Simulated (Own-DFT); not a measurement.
Si2SnGe13 (diamond-structure random alloy, strained, atoms displaced) (calculated)

All values are calculated (Own-DFT development build). A calculation, not a measurement: plane-wave density functional theory by an unreviewed code, no spin, of a simulated periodic cell, stress positive in tension, run twice, with PBE and with PBEsol, both on files made for PBE, so the change isn't that of files made for PBEsol, forces on such cells moved up to 12 meV/angstrom on a denser k mesh; the far tail of each file's local potential was reset to the Coulomb form; each entry is a single point on an unrelaxed cell, so the pressure reflects the starting lattice, mostly measured values (interpolated for alloys), from which strain is counted, and rises with the displacements; printed positions are rounded, which can move forces by about a meV/angstrom; the program, named Own-DFT, is a retired in-house code; no spin-orbit coupling; stress was not checked against mesh or cutoff.

Common to all runs: functional PBE, then PBEsol; potential files PseudoDojo norm-conserving, scalar-relativistic, standard set; wave cutoff 49 hartree; occupations Fermi-Dirac; smearing width 0.1 eV; k mesh 3 x 3 x 3 centred on Gamma.

```yaml
- entry: 1
  formula: Si2SnGe13
  kind: "diamond-structure random alloy, strained, atoms displaced"
  structure:
    cell_angstrom: [[11.3063, 0.0, 0.0], [0.0, 11.3063, 0.0], [0.0, 0.0, 11.3631]]
    atoms_fractional:
      - [Ge, 0.99242, 0.99211, 0.9937]
      - [Ge, 0.00733, 0.24977, 0.24733]
      - [Ge, 0.25284, 0.00133, 0.25446]
      - [Ge, 0.24149, 0.24343, 0.9984]
      - [Ge, 0.11856, 0.12015, 0.12601]
      - [Si, 0.11889, 0.37874, 0.37244]
      - [Ge, 0.37377, 0.11573, 0.37414]
      - [Ge, 0.36686, 0.37261, 0.12116]
      - [Sn, 0.99196, 0.997, 0.50542]
      - [Ge, 0.99797, 0.24501, 0.753]
      - [Ge, 0.24892, 0.99713, 0.75728]
      - [Ge, 0.24215, 0.24944, 0.49994]
      - [Si, 0.1267, 0.11854, 0.61749]
      - [Ge, 0.12589, 0.37966, 0.86953]
      - [Ge, 0.37986, 0.13182, 0.87292]
      - [Ge, 0.38127, 0.37405, 0.63015]
      - [Ge, 0.99998, 0.49712, 0.99237]
      - [Ge, 0.99269, 0.75066, 0.24863]
      - [Ge, 0.24654, 0.49269, 0.2512]
      - [Ge, 0.25984, 0.74785, 0.99703]
      - [Si, 0.12764, 0.62171, 0.11583]
      - [Ge, 0.12154, 0.87016, 0.3774]
      - [Ge, 0.37918, 0.62685, 0.37064]
      - [Si, 0.36784, 0.87001, 0.12626]
      - [Ge, 0.00195, 0.50003, 0.50123]
      - [Ge, 0.00792, 0.74347, 0.75339]
      - [Ge, 0.2573, 0.50073, 0.75186]
      - [Ge, 0.25029, 0.74809, 0.49619]
      - [Ge, 0.12205, 0.6277, 0.62039]
      - [Ge, 0.12548, 0.87631, 0.87492]
      - [Ge, 0.3745, 0.62781, 0.87008]
      - [Ge, 0.38307, 0.8734, 0.62508]
      - [Ge, 0.49721, 0.00421, 0.00115]
      - [Ge, 0.49787, 0.25397, 0.24494]
      - [Sn, 0.75058, 0.0012, 0.2513]
      - [Ge, 0.75515, 0.24937, 0.00143]
      - [Ge, 0.61965, 0.13614, 0.12325]
      - [Sn, 0.63054, 0.37318, 0.37195]
      - [Ge, 0.88111, 0.12525, 0.37119]
      - [Ge, 0.88311, 0.37572, 0.12439]
      - [Ge, 0.49927, 0.00136, 0.49604]
      - [Sn, 0.50077, 0.25822, 0.75779]
      - [Si, 0.74245, 0.9986, 0.75476]
      - [Ge, 0.74811, 0.25305, 0.49796]
      - [Ge, 0.63014, 0.11497, 0.61962]
      - [Ge, 0.62518, 0.37366, 0.87769]
      - [Si, 0.87773, 0.13553, 0.8685]
      - [Ge, 0.87495, 0.37238, 0.62485]
      - [Ge, 0.50101, 0.50719, 0.99362]
      - [Ge, 0.50112, 0.75508, 0.24479]
      - [Si, 0.74933, 0.49771, 0.24865]
      - [Ge, 0.75437, 0.75117, 0.00157]
      - [Ge, 0.62495, 0.62455, 0.1282]
      - [Ge, 0.62947, 0.87577, 0.36608]
      - [Si, 0.87528, 0.6117, 0.37082]
      - [Ge, 0.87798, 0.88067, 0.12645]
      - [Ge, 0.49702, 0.49939, 0.50055]
      - [Ge, 0.50012, 0.75163, 0.75012]
      - [Ge, 0.75282, 0.49466, 0.74475]
      - [Ge, 0.75198, 0.75562, 0.49845]
      - [Ge, 0.6333, 0.62124, 0.63031]
      - [Ge, 0.61923, 0.86837, 0.87754]
      - [Ge, 0.87045, 0.62779, 0.87743]
      - [Ge, 0.8772, 0.88214, 0.62272]
  results:
    "PBE_pressure [GPa]": 5.42
    "PBE_stress_xx [GPa]": -5.55
    "PBE_stress_yy [GPa]": -5.44
    "PBE_stress_zz [GPa]": -5.26
    "PBE_stress_yz [GPa]": 0.65
    "PBE_stress_xz [GPa]": 0.07
    "PBE_stress_xy [GPa]": -0.81
    "PBEsol_pressure [GPa]": 2.52
    "PBEsol_stress_xx [GPa]": -2.65
    "PBEsol_stress_yy [GPa]": -2.56
    "PBEsol_stress_zz [GPa]": -2.37
    "PBEsol_stress_yz [GPa]": 0.63
    "PBEsol_stress_xz [GPa]": 0.07
    "PBEsol_stress_xy [GPa]": -0.79
    force_element: [Ge, Ge, Ge, Ge, Ge, Si, Ge, Ge, Sn, Ge, Ge, Ge, Si, Ge, Ge, Ge, Ge, Ge, Ge, Ge, Si, Ge, Ge, Si, Ge, Ge, Ge, Ge, Ge, Ge, Ge, Ge, Ge, Ge, Sn, Ge, Ge, Sn, Ge, Ge, Ge, Sn, Si, Ge, Ge, Ge, Si, Ge, Ge, Ge, Si, Ge, Ge, Ge, Si, Ge, Ge, Ge, Ge, Ge, Ge, Ge, Ge, Ge]
    "PBE_force_x [eV/angstrom]": [0.271, -0.473, -1.075, 0.194, 0.537, 0.504, 0.278, 0.407, 2.223, 1.435, 0.637, 0.5, 0.766, 0.053, -2.135, -2.08, 0.211, 0.972, -0.123, -1.354, -0.279, 0.682, -0.448, 0.735, -0.494, -1.137, -0.923, 0.481, 1.103, 0.225, 0.585, -1.156, -0.279, -1.476, -0.204, 0.119, 0.107, -1.376, -0.258, -0.711, 0.571, 1.367, 1.059, 1.801, 0.046, 2.19, -1.446, 0.47, -0.239, -0.311, 1.536, -0.589, 0.441, -1.893, -0.429, 0.163, 0.075, 0.488, 0.062, 0.284, -0.934, 0.595, 0.444, -2.795]
    "PBE_force_y [eV/angstrom]": [1.47, 0.4, -1.275, 0.365, -0.648, -0.532, 1.915, 0.224, 1.497, 0.537, 0.876, 0.334, 1.028, -0.835, -2.008, 1.076, 0.814, -1.343, 1.063, 0.152, 0.22, -0.23, -0.343, 1.053, -0.352, 0.806, 0.116, 0.152, -0.541, -0.819, 0.046, 0.312, -0.679, -0.769, 1.669, 0.26, -0.634, 0.754, 2.277, 0.183, -0.838, -1.857, 0.023, -2.057, 0.6, 1.855, -2.049, -0.333, -0.619, -0.157, 1.075, 0.201, -0.057, -1.404, 1.194, -1.463, 0.946, -0.837, 0.173, -1.169, 0.757, 1.012, -0.673, -2.914]
    "PBE_force_z [eV/angstrom]": [-0.281, 0.546, -0.942, -0.128, -0.546, 0.497, 0.194, -0.468, -1.943, -1.497, -1.32, -0.232, 2.11, 0.109, 1.51, -2.095, 0.53, -0.159, -0.312, 0.548, 0.668, -1.001, -0.002, -0.092, -0.492, -0.248, -0.989, 0.276, 0.405, 0.438, 0.05, -0.224, 0.383, -0.089, -1.32, -0.251, -0.649, -0.121, 0.302, 0.226, 0.028, -1.924, 0.029, 1.299, 0.346, 1.524, 0.88, -0.207, 0.784, 0.04, -1.22, 0.539, -0.344, 2.137, 0.156, -1.017, 0.587, -0.438, 1.228, -0.227, -0.933, 0.34, -0.72, 3.724]
    "PBEsol_force_x [eV/angstrom]": [0.293, -0.496, -1.067, 0.199, 0.525, 0.497, 0.266, 0.392, 2.114, 1.405, 0.635, 0.54, 0.758, 0.045, -2.074, -2.011, 0.179, 0.943, -0.056, -1.313, -0.27, 0.664, -0.436, 0.722, -0.48, -1.093, -0.888, 0.455, 1.066, 0.222, 0.57, -1.112, -0.244, -1.418, -0.19, 0.073, 0.1, -1.383, -0.258, -0.662, 0.552, 1.311, 1.005, 1.751, 0.016, 2.12, -1.386, 0.441, -0.23, -0.257, 1.464, -0.575, 0.39, -1.836, -0.373, 0.165, 0.074, 0.468, 0.049, 0.254, -0.906, 0.545, 0.443, -2.699]
    "PBEsol_force_y [eV/angstrom]": [1.388, 0.345, -1.201, 0.364, -0.607, -0.522, 1.836, 0.208, 1.407, 0.599, 0.821, 0.318, 1.01, -0.809, -1.954, 1.065, 0.753, -1.23, 1.031, 0.129, 0.211, -0.223, -0.333, 1.032, -0.335, 0.782, 0.109, 0.147, -0.52, -0.793, 0.046, 0.297, -0.619, -0.758, 1.615, 0.289, -0.609, 0.676, 2.201, 0.14, -0.806, -1.792, -0.011, -1.996, 0.61, 1.803, -1.967, -0.317, -0.598, -0.19, 1.015, 0.19, -0.016, -1.362, 1.211, -1.426, 0.914, -0.812, 0.175, -1.101, 0.727, 0.951, -0.657, -2.852]
    "PBEsol_force_z [eV/angstrom]": [-0.227, 0.487, -0.869, -0.121, -0.524, 0.485, 0.183, -0.438, -1.936, -1.468, -1.246, -0.23, 2.07, 0.115, 1.478, -2.021, 0.486, -0.157, -0.321, 0.456, 0.647, -0.969, 0.009, -0.091, -0.409, -0.242, -0.945, 0.263, 0.396, 0.413, 0.048, -0.212, 0.342, -0.103, -1.277, -0.205, -0.631, -0.067, 0.292, 0.18, 0.025, -1.858, -0.002, 1.263, 0.283, 1.471, 0.888, -0.196, 0.751, 0.077, -1.245, 0.517, -0.372, 2.076, 0.2, -0.993, 0.578, -0.412, 1.181, -0.194, -0.899, 0.348, -0.696, 3.564]
    "rms_change_of_force_components_from_PBE_to_PBEsol [eV/angstrom]": 0.043
- entry: 2
  formula: Si2SnGe13
  kind: "diamond-structure random alloy, strained, atoms displaced"
  structure:
    cell_angstrom: [[11.3063, 0.0, 0.0], [0.0, 11.3063, 0.0], [0.0, 0.0, 11.3631]]
    atoms_fractional:
      - [Ge, 0.00578, 0.00134, 0.99943]
      - [Ge, 0.98896, 0.24684, 0.24662]
      - [Ge, 0.2447, 0.99652, 0.24531]
      - [Ge, 0.24854, 0.25648, 0.00086]
      - [Si, 0.12756, 0.11372, 0.12743]
      - [Ge, 0.12937, 0.37341, 0.37716]
      - [Ge, 0.37123, 0.12767, 0.37628]
      - [Ge, 0.38238, 0.37787, 0.12676]
      - [Ge, 0.99509, 0.00034, 0.49335]
      - [Ge, 0.9957, 0.24374, 0.74374]
      - [Ge, 0.24472, 0.99793, 0.75342]
      - [Ge, 0.25021, 0.25149, 0.49349]
      - [Ge, 0.12024, 0.12437, 0.62417]
      - [Ge, 0.11847, 0.37445, 0.87638]
      - [Ge, 0.37133, 0.1256, 0.87535]
      - [Sn, 0.37878, 0.37391, 0.61791]
      - [Ge, 0.99708, 0.49954, 0.996]
      - [Ge, 0.99449, 0.74774, 0.25367]
      - [Ge, 0.25319, 0.50793, 0.25563]
      - [Ge, 0.25429, 0.75348, 0.99558]
      - [Sn, 0.12975, 0.62185, 0.12727]
      - [Ge, 0.11362, 0.87133, 0.38232]
      - [Ge, 0.37579, 0.61886, 0.37933]
      - [Ge, 0.37266, 0.87129, 0.12414]
      - [Ge, 3.0e-05, 0.50626, 0.49053]
      - [Si, 0.00054, 0.74811, 0.74979]
      - [Ge, 0.25401, 0.5049, 0.75242]
      - [Ge, 0.2575, 0.74316, 0.49597]
      - [Si, 0.12673, 0.6252, 0.63101]
      - [Si, 0.12618, 0.87695, 0.87984]
      - [Ge, 0.38538, 0.62865, 0.8804]
      - [Ge, 0.37663, 0.87792, 0.61804]
      - [Ge, 0.5015, 0.99808, 0.00644]
      - [Sn, 0.49571, 0.25322, 0.24872]
      - [Ge, 0.75309, 0.9961, 0.24112]
      - [Ge, 0.75399, 0.25119, 0.99746]
      - [Ge, 0.62539, 0.12645, 0.12254]
      - [Ge, 0.62508, 0.37786, 0.37918]
      - [Ge, 0.87171, 0.11431, 0.37169]
      - [Si, 0.87856, 0.37616, 0.12702]
      - [Ge, 0.49457, 0.99927, 0.50499]
      - [Ge, 0.50651, 0.2522, 0.75275]
      - [Ge, 0.74496, 0.00104, 0.75274]
      - [Ge, 0.75722, 0.2503, 0.51367]
      - [Ge, 0.6218, 0.12996, 0.62468]
      - [Si, 0.61943, 0.3749, 0.87175]
      - [Ge, 0.87944, 0.12451, 0.88383]
      - [Si, 0.86747, 0.36955, 0.62816]
      - [Ge, 0.49649, 0.49467, 0.99459]
      - [Ge, 0.49518, 0.7468, 0.24419]
      - [Ge, 0.75535, 0.49718, 0.25218]
      - [Ge, 0.75308, 0.75103, 0.00913]
      - [Ge, 0.61853, 0.63749, 0.13128]
      - [Ge, 0.6215, 0.87349, 0.37316]
      - [Sn, 0.86871, 0.62278, 0.37531]
      - [Ge, 0.87158, 0.87786, 0.12373]
      - [Ge, 0.50654, 0.49112, 0.49939]
      - [Ge, 0.49428, 0.75064, 0.74869]
      - [Si, 0.75317, 0.4974, 0.7441]
      - [Ge, 0.75107, 0.74874, 0.49543]
      - [Ge, 0.61959, 0.62846, 0.62279]
      - [Ge, 0.63045, 0.87288, 0.86951]
      - [Ge, 0.86989, 0.61866, 0.87304]
      - [Ge, 0.87541, 0.88157, 0.62949]
  results:
    "PBE_pressure [GPa]": 5.47
    "PBE_stress_xx [GPa]": -5.6
    "PBE_stress_yy [GPa]": -5.59
    "PBE_stress_zz [GPa]": -5.23
    "PBE_stress_yz [GPa]": -0.25
    "PBE_stress_xz [GPa]": 0.0
    "PBE_stress_xy [GPa]": 0.69
    "PBEsol_pressure [GPa]": 2.57
    "PBEsol_stress_xx [GPa]": -2.7
    "PBEsol_stress_yy [GPa]": -2.69
    "PBEsol_stress_zz [GPa]": -2.33
    "PBEsol_stress_yz [GPa]": -0.24
    "PBEsol_stress_xz [GPa]": -0.01
    "PBEsol_stress_xy [GPa]": 0.66
    force_element: [Ge, Ge, Ge, Ge, Si, Ge, Ge, Ge, Ge, Ge, Ge, Ge, Ge, Ge, Ge, Sn, Ge, Ge, Ge, Ge, Sn, Ge, Ge, Ge, Ge, Si, Ge, Ge, Si, Si, Ge, Ge, Ge, Sn, Ge, Ge, Ge, Ge, Ge, Si, Ge, Ge, Ge, Ge, Ge, Si, Ge, Si, Ge, Ge, Ge, Ge, Ge, Ge, Sn, Ge, Ge, Ge, Si, Ge, Ge, Ge, Ge, Ge]
    "PBE_force_x [eV/angstrom]": [0.048, 1.492, 0.257, -0.251, -0.513, -1.034, -0.764, -2.613, 0.313, -0.221, 0.182, -1.192, 0.584, 0.421, 0.493, -0.906, -0.669, 0.434, 0.95, -0.007, -0.932, 1.436, 1.289, 0.077, 1.63, 0.288, -0.843, -1.428, -0.199, -0.506, -1.19, -1.219, -0.097, 1.487, -1.478, -0.557, 1.0, 1.906, -0.529, -0.639, 1.049, -0.435, 0.695, -0.953, 0.276, 1.673, -0.379, 1.715, 1.346, -0.929, -2.067, -0.572, 1.291, 0.029, 0.348, 1.69, 0.71, 0.727, -1.299, -1.526, 0.8, -0.816, 0.154, -0.03]
    "PBE_force_y [eV/angstrom]": [-0.526, -0.335, -0.471, -0.805, 1.901, 0.241, -1.734, 1.628, 0.066, 0.825, -0.022, -1.356, -0.248, -0.144, 0.053, -0.348, -0.73, 1.752, -2.413, 0.319, 1.035, -0.372, 0.174, 0.585, -1.977, 0.344, 0.328, 0.609, 0.192, -0.85, -0.134, -0.743, -0.13, -0.986, 0.471, 0.917, -0.495, -0.576, 1.322, 0.063, 0.919, -0.957, 0.804, -0.708, -0.703, 0.481, -0.159, 1.458, 0.575, 0.842, -1.275, -0.387, -2.462, 0.218, 0.515, -0.392, 2.57, 0.438, -0.133, 1.877, -0.469, -0.413, 0.768, -0.838]
    "PBE_force_z [eV/angstrom]": [0.479, 0.176, 1.313, 0.577, -0.497, -1.092, 0.163, -1.347, 1.323, 0.711, -0.482, 0.413, -0.7, -0.886, 0.288, 1.631, 0.182, -0.931, 0.576, -0.544, -0.977, -0.839, -0.232, 0.081, 3.023, 0.379, 0.671, 0.956, -0.538, -0.863, -0.63, 1.242, -1.083, 1.011, 0.862, 0.412, -0.48, 0.0, 0.151, -0.742, -1.176, 0.658, -0.209, -2.019, 0.248, 0.067, -1.182, 0.248, 0.688, 1.849, -2.001, -1.375, -1.268, -0.201, -0.324, -0.175, -0.753, -0.187, 0.335, 2.122, 0.22, 1.092, -0.222, -0.195]
    "PBEsol_force_x [eV/angstrom]": [-0.028, 1.451, 0.291, -0.215, -0.508, -0.992, -0.749, -2.534, 0.299, -0.179, 0.211, -1.149, 0.554, 0.415, 0.474, -0.867, -0.616, 0.421, 0.93, 0.048, -0.903, 1.377, 1.229, 0.079, 1.585, 0.21, -0.786, -1.348, -0.149, -0.464, -1.158, -1.169, -0.094, 1.442, -1.42, -0.535, 0.972, 1.832, -0.493, -0.623, 1.01, -0.453, 0.673, -0.988, 0.272, 1.599, -0.368, 1.72, 1.248, -0.886, -2.036, -0.562, 1.249, 0.037, 0.346, 1.617, 0.69, 0.714, -1.287, -1.496, 0.745, -0.79, 0.168, -0.063]
    "PBEsol_force_y [eV/angstrom]": [-0.5, -0.347, -0.495, -0.758, 1.858, 0.247, -1.666, 1.587, 0.055, 0.756, 0.023, -1.307, -0.238, -0.135, 0.056, -0.336, -0.688, 1.706, -2.34, 0.281, 1.006, -0.358, 0.17, 0.558, -1.923, 0.347, 0.29, 0.61, 0.146, -0.796, -0.132, -0.723, -0.122, -0.951, 0.455, 0.816, -0.496, -0.536, 1.272, 0.061, 0.886, -0.973, 0.765, -0.74, -0.669, 0.436, -0.15, 1.37, 0.595, 0.812, -1.199, -0.364, -2.361, 0.197, 0.501, -0.383, 2.491, 0.415, -0.052, 1.818, -0.432, -0.389, 0.745, -0.774]
    "PBEsol_force_z [eV/angstrom]": [0.461, 0.231, 1.302, 0.523, -0.486, -1.047, 0.169, -1.315, 1.277, 0.723, -0.5, 0.382, -0.669, -0.84, 0.279, 1.578, 0.136, -0.892, 0.568, -0.482, -0.939, -0.824, -0.236, 0.075, 2.869, 0.379, 0.676, 0.899, -0.571, -0.81, -0.611, 1.199, -1.042, 0.981, 0.83, 0.4, -0.472, 0.01, 0.143, -0.722, -1.131, 0.581, -0.208, -1.989, 0.256, 0.092, -1.145, 0.199, 0.701, 1.775, -1.888, -1.322, -1.22, -0.197, -0.321, -0.157, -0.74, -0.183, 0.344, 2.05, 0.179, 1.058, -0.141, -0.224]
    "rms_change_of_force_components_from_PBE_to_PBEsol [eV/angstrom]": 0.043
- entry: 3
  formula: Si2SnGe13
  kind: "diamond-structure random alloy, strained, atoms displaced"
  structure:
    cell_angstrom: [[11.3063, 0.0, 0.0], [0.0, 11.3063, 0.0], [0.0, 0.0, 11.3631]]
    atoms_fractional:
      - [Ge, 0.00509, 0.99024, 0.00026]
      - [Ge, 0.00188, 0.25427, 0.24398]
      - [Ge, 0.245, 0.00287, 0.24934]
      - [Ge, 0.2539, 0.2545, 0.99441]
      - [Ge, 0.12035, 0.12405, 0.12948]
      - [Ge, 0.12599, 0.36955, 0.37942]
      - [Ge, 0.37439, 0.13348, 0.37984]
      - [Ge, 0.37197, 0.37614, 0.12853]
      - [Ge, 0.9988, 0.99471, 0.50586]
      - [Ge, 0.0018, 0.25698, 0.73522]
      - [Ge, 0.24321, 0.00376, 0.75218]
      - [Ge, 0.24124, 0.25225, 0.50329]
      - [Si, 0.1235, 0.1247, 0.62428]
      - [Ge, 0.11982, 0.37127, 0.8793]
      - [Sn, 0.36532, 0.13446, 0.86878]
      - [Ge, 0.36835, 0.37663, 0.6303]
      - [Ge, 0.99953, 0.49844, 0.99737]
      - [Ge, 0.9981, 0.74712, 0.24998]
      - [Ge, 0.25139, 0.49887, 0.2571]
      - [Ge, 0.24922, 0.75186, 0.99459]
      - [Si, 0.13018, 0.61396, 0.12808]
      - [Si, 0.1238, 0.8778, 0.37154]
      - [Ge, 0.37944, 0.63216, 0.36923]
      - [Ge, 0.37201, 0.86967, 0.12081]
      - [Ge, 0.99829, 0.50492, 0.49623]
      - [Ge, 0.00823, 0.73826, 0.75086]
      - [Ge, 0.25109, 0.50594, 0.75296]
      - [Ge, 0.24737, 0.75025, 0.49551]
      - [Ge, 0.13042, 0.61444, 0.62735]
      - [Ge, 0.12072, 0.87331, 0.87394]
      - [Ge, 0.37141, 0.62782, 0.87041]
      - [Si, 0.37294, 0.87402, 0.62344]
      - [Ge, 0.50279, 0.99774, 0.99931]
      - [Ge, 0.50376, 0.25148, 0.24898]
      - [Ge, 0.74282, 0.98683, 0.25286]
      - [Ge, 0.74928, 0.25127, 0.00282]
      - [Sn, 0.62741, 0.11805, 0.12591]
      - [Ge, 0.61838, 0.37586, 0.37617]
      - [Sn, 0.8771, 0.12182, 0.37602]
      - [Sn, 0.88565, 0.38519, 0.12512]
      - [Ge, 0.50115, 0.9956, 0.50353]
      - [Ge, 0.5042, 0.24516, 0.75163]
      - [Ge, 0.74917, 0.9982, 0.75118]
      - [Ge, 0.75318, 0.24838, 0.50501]
      - [Ge, 0.62599, 0.12413, 0.62594]
      - [Si, 0.6205, 0.37551, 0.87749]
      - [Ge, 0.8675, 0.12439, 0.87654]
      - [Ge, 0.8745, 0.37732, 0.61838]
      - [Ge, 0.50205, 0.4924, 0.99545]
      - [Ge, 0.50104, 0.75309, 0.25264]
      - [Ge, 0.75807, 0.49943, 0.24365]
      - [Ge, 0.75038, 0.7427, 0.9996]
      - [Ge, 0.62774, 0.62322, 0.1282]
      - [Ge, 0.61851, 0.87768, 0.37644]
      - [Ge, 0.87359, 0.62647, 0.37412]
      - [Ge, 0.87608, 0.87786, 0.13396]
      - [Ge, 0.49865, 0.499, 0.49699]
      - [Si, 0.49724, 0.75848, 0.75248]
      - [Si, 0.74381, 0.50857, 0.74746]
      - [Ge, 0.74382, 0.75002, 0.50291]
      - [Ge, 0.6276, 0.62374, 0.62568]
      - [Ge, 0.6233, 0.88141, 0.8826]
      - [Si, 0.87699, 0.62699, 0.87278]
      - [Ge, 0.8711, 0.87156, 0.62343]
  results:
    "PBE_pressure [GPa]": 5.35
    "PBE_stress_xx [GPa]": -5.42
    "PBE_stress_yy [GPa]": -5.43
    "PBE_stress_zz [GPa]": -5.19
    "PBE_stress_yz [GPa]": -0.33
    "PBE_stress_xz [GPa]": 0.64
    "PBE_stress_xy [GPa]": 0.52
    "PBEsol_pressure [GPa]": 2.45
    "PBEsol_stress_xx [GPa]": -2.53
    "PBEsol_stress_yy [GPa]": -2.53
    "PBEsol_stress_zz [GPa]": -2.29
    "PBEsol_stress_yz [GPa]": -0.3
    "PBEsol_stress_xz [GPa]": 0.61
    "PBEsol_stress_xy [GPa]": 0.49
    force_element: [Ge, Ge, Ge, Ge, Ge, Ge, Ge, Ge, Ge, Ge, Ge, Ge, Si, Ge, Sn, Ge, Ge, Ge, Ge, Ge, Si, Si, Ge, Ge, Ge, Ge, Ge, Ge, Ge, Ge, Ge, Si, Ge, Ge, Ge, Ge, Sn, Ge, Sn, Sn, Ge, Ge, Ge, Ge, Ge, Si, Ge, Ge, Ge, Ge, Ge, Ge, Ge, Ge, Ge, Ge, Ge, Si, Si, Ge, Ge, Ge, Si, Ge]
    "PBE_force_x [eV/angstrom]": [-1.205, 1.374, 0.833, -2.177, 0.672, -0.677, 0.033, 0.381, 1.476, -0.229, -0.697, 0.851, -0.243, 0.402, 1.749, 0.788, 1.758, 1.144, -0.065, -0.537, -0.47, -0.232, -0.467, 0.237, 0.231, -1.027, -0.277, 0.045, -0.354, 0.469, 1.293, -0.216, -2.098, -1.256, 1.026, 0.148, -0.053, 1.49, -0.206, -1.341, -0.949, 0.953, -0.065, -1.466, 0.164, 1.211, 1.366, -0.625, -0.725, 0.114, -2.319, 0.472, -0.534, 0.231, -0.408, -0.122, -0.56, 0.199, 1.063, 0.32, -1.471, 0.518, -0.445, 0.502]
    "PBE_force_y [eV/angstrom]": [1.374, -0.896, -0.305, 1.123, 0.214, 0.903, -0.697, -0.02, -0.496, -0.991, -1.516, -0.712, -0.332, 0.445, -1.982, -0.218, 2.679, -0.083, 0.029, -0.972, 1.112, -0.42, -0.698, 0.717, -0.505, 0.704, -1.454, 0.366, 0.921, -0.372, 0.367, -0.075, -0.439, 0.438, -0.109, 0.829, 0.556, -0.075, -0.045, -1.917, 0.865, 1.935, -0.081, 0.834, -0.253, -0.244, 0.177, 1.166, 1.078, 0.002, 1.147, 0.869, -0.146, -0.909, 0.346, -1.059, 0.459, -0.315, -1.308, -0.009, 0.618, -1.504, -0.661, -0.458]
    "PBE_force_z [eV/angstrom]": [0.408, 1.343, 0.492, 2.875, -1.361, -0.617, -0.209, -0.311, 0.29, 1.306, -1.868, 0.718, -0.101, -1.093, 0.478, -0.326, -1.825, -0.071, -0.166, 0.788, -0.568, 0.378, 0.907, 0.459, 0.062, -0.376, 0.632, 0.242, -1.108, -0.463, 0.409, 0.504, -0.218, 0.66, 0.503, -1.401, 0.186, -0.166, -0.716, -0.601, 0.193, -1.199, -0.011, -0.093, -0.065, -1.017, -0.387, 0.701, 0.687, -1.075, 2.467, 0.074, -0.401, 0.556, 0.175, -1.212, 0.616, -0.394, 1.144, -0.744, 0.269, -1.13, -0.113, 0.885]
    "PBEsol_force_x [eV/angstrom]": [-1.166, 1.347, 0.821, -2.117, 0.651, -0.649, 0.033, 0.376, 1.363, -0.248, -0.675, 0.854, -0.242, 0.394, 1.698, 0.754, 1.714, 1.036, -0.024, -0.486, -0.466, -0.234, -0.453, 0.237, 0.222, -0.95, -0.267, 0.057, -0.347, 0.462, 1.203, -0.25, -2.011, -1.223, 1.0, 0.172, -0.056, 1.429, -0.207, -1.303, -0.873, 0.885, -0.068, -1.412, 0.161, 1.15, 1.302, -0.569, -0.749, 0.102, -2.245, 0.419, -0.497, 0.228, -0.386, -0.122, -0.533, 0.235, 1.034, 0.313, -1.428, 0.521, -0.396, 0.476]
    "PBEsol_force_y [eV/angstrom]": [1.33, -0.876, -0.257, 1.102, 0.201, 0.877, -0.669, -0.022, -0.478, -0.914, -1.465, -0.649, -0.32, 0.438, -1.92, -0.205, 2.525, -0.076, -0.011, -0.912, 1.085, -0.413, -0.68, 0.696, -0.504, 0.712, -1.404, 0.293, 0.895, -0.362, 0.326, -0.04, -0.44, 0.432, -0.107, 0.757, 0.538, -0.076, -0.045, -1.864, 0.871, 1.837, -0.068, 0.807, -0.247, -0.273, 0.162, 1.088, 1.073, -0.003, 1.132, 0.877, -0.138, -0.879, 0.331, -1.036, 0.445, -0.345, -1.278, -0.011, 0.62, -1.419, -0.613, -0.431]
    "PBEsol_force_z [eV/angstrom]": [0.404, 1.303, 0.439, 2.779, -1.307, -0.594, -0.209, -0.306, 0.276, 1.285, -1.747, 0.651, -0.094, -1.056, 0.461, -0.317, -1.764, -0.066, -0.136, 0.732, -0.555, 0.368, 0.881, 0.435, 0.064, -0.388, 0.599, 0.228, -1.059, -0.438, 0.418, 0.452, -0.211, 0.652, 0.482, -1.336, 0.18, -0.162, -0.68, -0.578, 0.146, -1.192, -0.004, -0.084, -0.057, -0.96, -0.374, 0.648, 0.714, -1.03, 2.39, 0.117, -0.391, 0.532, 0.161, -1.162, 0.582, -0.343, 1.046, -0.715, 0.183, -1.063, -0.074, 0.844]
    "rms_change_of_force_components_from_PBE_to_PBEsol [eV/angstrom]": 0.042
```
